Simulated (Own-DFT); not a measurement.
# How strain changes the stress of C40 NbSi2, 36 atoms (Nb12Si24)

All numbers below are calculated, not measured. The program, named Own-DFT, is a retired in-house plane-wave density functional code that no person has reviewed. Each row is one single-point run on a periodic cell that was not relaxed, without spin or spin-orbit coupling.

Settings of every run: PBE; PseudoDojo norm-conserving scalar-relativistic files; cutoff 42 hartree; 4 x 4 x 5 k mesh centred on Gamma; cold (Marzari-Vanderbilt) smearing of 0.2 eV.

Known limits: forces on such cells failed a check on a denser k mesh; stress not checked against mesh or cutoff.

Unstrained cell vectors in Å: (0.000, 8.324, 0.000); (-9.613, 0.000, 0.000); (0.000, 0.000, 6.586). The unstrained cell was taken from the Materials Project. The random moves and any unrelaxed bonds add to the pressure at no strain. Each run strains this cell uniformly, with the atoms carried along. Every atom was also moved at random, by a Gaussian of width 0.05 Å on each axis. Strain is the symmetric tensor, in per cent. Stress is positive in tension, and the pressure is minus a third of its trace.

| run | e_xx (%) | e_yy (%) | e_zz (%) | e_yz (%) | e_xz (%) | e_xy (%) | s_xx (GPa) | s_yy (GPa) | s_zz (GPa) | s_yz (GPa) | s_xz (GPa) | s_xy (GPa) | P (GPa) | E (meV/atom) |
|---|---|---|---|---|---|---|---|---|---|---|---|---|---|---|
| 1 | 0.82 | -1.01 | 0.98 | -0.67 | -0.63 | -0.76 | 0.39 | -5.02 | 0.43 | -1.97 | -1.37 | -1.54 | 1.40 | 7.2 |
| 2 | -0.69 | 1.93 | 1.09 | -0.32 | -1.62 | 0.39 | -2.43 | 4.70 | 1.70 | -1.03 | -5.01 | 0.81 | -1.32 | 3.3 |
| 3 | -1.60 | 1.28 | 0.75 | -1.51 | 1.10 | 0.51 | -7.02 | 1.69 | -0.89 | -4.96 | 3.19 | 1.90 | 2.07 | 10.2 |
| 4 | 0.19 | -0.52 | 1.42 | 0.74 | -1.78 | 1.43 | -1.16 | -3.19 | 1.74 | 2.05 | -5.49 | 4.42 | 0.87 | 10.8 |
| 5 | -1.61 | 0.40 | 0.61 | -0.11 | 1.19 | -0.77 | -7.79 | -1.77 | -2.07 | 0.60 | 3.99 | -2.13 | 3.87 | 10.1 |
| 6 | -1.57 | -0.06 | 1.20 | -1.05 | 0.19 | 1.50 | -7.68 | -2.80 | 0.64 | -3.94 | 0.18 | 4.86 | 3.28 | 5.3 |
| 7 | -0.20 | 1.52 | 1.98 | -0.76 | -0.66 | -0.08 | -0.13 | 4.49 | 5.22 | -1.71 | -2.37 | 0.19 | -3.20 | 0.0 |
| 8 | 1.66 | -0.10 | -0.79 | 0.22 | -1.52 | 0.78 | 1.72 | -1.92 | -6.12 | 0.99 | -5.54 | 2.36 | 2.11 | 13.3 |
| 9 | -0.08 | -1.90 | -0.71 | -1.72 | 1.49 | 1.02 | -5.04 | -10.46 | -9.10 | -5.35 | 4.80 | 3.23 | 8.20 | 24.5 |
| 10 | -0.39 | 0.67 | 1.32 | 1.18 | -0.19 | 0.74 | -3.12 | 0.92 | 2.13 | 3.76 | -0.27 | 2.35 | 0.03 | 7.0 |
| 11 | -1.06 | -0.59 | 0.19 | -0.49 | 1.99 | -1.19 | -6.66 | -4.28 | -4.91 | -1.87 | 6.44 | -3.27 | 5.29 | 8.9 |
| 12 | 0.20 | 1.55 | -0.53 | 1.34 | -1.36 | 0.95 | -1.49 | 3.18 | -5.15 | 4.32 | -4.32 | 3.18 | 1.15 | 8.9 |
| 13 | 0.00 | 0.02 | -0.86 | 1.86 | 0.75 | -1.66 | -3.34 | -2.88 | -8.04 | 6.34 | 2.69 | -5.13 | 4.75 | 12.7 |
| 14 | -0.43 | 0.35 | 1.50 | 0.91 | 1.43 | 1.71 | -2.80 | 0.29 | 2.68 | 2.11 | 4.15 | 4.50 | -0.06 | 5.0 |
| 15 | -0.24 | -0.99 | 0.45 | -1.40 | 0.30 | 1.23 | -4.14 | -6.03 | -2.57 | -4.54 | 0.79 | 3.83 | 4.24 | 8.6 |
| 16 | -0.61 | -0.58 | 0.43 | 0.09 | 0.81 | -0.10 | ? | ? | ? | ? | ? | ? | ? | ? |

E is the free energy for each atom above the lowest run shown.

## Worked fit

Each stress component was fitted by least squares to a constant and the strains of the runs shown, as fractions, with shears doubled. Shear strains stay in the fit of a normal stress only where such slopes are resolved. The slopes, in GPa:

```
stress  at no strain  per e_xx  per e_yy  per e_zz  scatter
  s_xx          -2.9  355 ± 11    76 ± 9   94 ± 11     0.35
  s_yy          -2.4   69 ± 12  370 ± 10   73 ± 12     0.39
  s_zz          -4.1   73 ± 12   72 ± 10  447 ± 12     0.37
```

Each shear stress against twice its own strain: yz 154 ± 6, xz 151 ± 6, xy 143 ± 5 GPa. These are stiffnesses along x, y and z of the frame in which the cell vectors are given, which need not be the crystal's axes. The atoms are held to the strained lattice; where symmetry lets them move under strain, relaxing them would lower some slopes. The table should be nearly symmetric about its diagonal, and what it lacks of that shows the noise. A ninth of its sum, 181 ± 5 GPa, estimates the bulk modulus near the mean pressure of these runs, 2.2 GPa, so it lies above the value at zero pressure.

## Withheld run

Question: what normal stresses and pressure should run 16 give?

The fit gives s_xx = -5.1, s_yy = -4.6, s_zz = -3.0 and P = 4.2 GPa. The calculation gave -4.08, -4.14, -2.71 and P = 3.64 GPa.
